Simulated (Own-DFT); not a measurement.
# What a plane-wave calculation costs

Wall times of single-point runs (energy, forces and, in most, stress) with one build of Own-DFT, an in-house plane-wave density functional program, since retired. Each ran alone on one NVIDIA H200 card, with norm-conserving files, no spin and no use of crystal symmetry. The k points are those left after time reversal, where it was used. Plane waves for each k point are estimated as V (2 E)^(3/2) / (6 π²) in atomic units.

| cell | atoms | valence electrons | cutoff (hartree) | volume (Å³) | k mesh | k points | plane waves | time (s) |
|---|---|---|---|---|---|---|---|---|
| Hf2 | 2 | 24 | 42 | 46 | 12x12x7 | 506 | 4000 | 226 |
| Nb14 | 14 | 182 | 42 | 288 | 5x5x5 | 63 | 25200 | 905 |
| W15 | 15 | 210 | 50 | 254 | 5x5x5 | 63 | 28900 | 990 |
| W16 | 16 | 224 | 50 | 254 | 5x5x5 | 63 | 28900 | 855 |
| Nb34 | 34 | 442 | 42 | 647 | 4x4x5 | 42 | 56800 | 2511 |
| Hf35 | 35 | 420 | 42 | 804 | 4x4x4 | 36 | 70600 | 1759 |
| Hf36 | 36 | 432 | 42 | 804 | 4x4x4 | 36 | 70600 | 1839 |
| Nb36 | 36 | 468 | 42 | 647 | 4x4x5 | 42 | 56800 | 2044 |
| W36 | 36 | 504 | 50 | 571 | 4x4x5 | 42 | 65000 | 2299 |
| Ru36 | 36 | 576 | 50 | 489 | 5x5x4 | 51 | 55700 | 2215 |
| Cu14 | 14 | 266 | 50 | 189 | 7x7x5 | 123 | 21500 | ? |

## Worked fit

Take the size N = k points x plane waves x valence electrons. A line through log(time) against log(N) has a slope of 0.68 ± 0.04 and a scatter of a factor 1.15. Part of the scatter may come from the number of self-consistent steps, which isn't shown. The slope lies under 1: time grows more slowly than N on these runs. Times belong to this build alone.

## Withheld run

Question: how long should the last run take? Its N is 7.05e+08.

The line gives about 1446 s. It took 834 s. This run lies off the fit, by chance or by something that the fit leaves out.
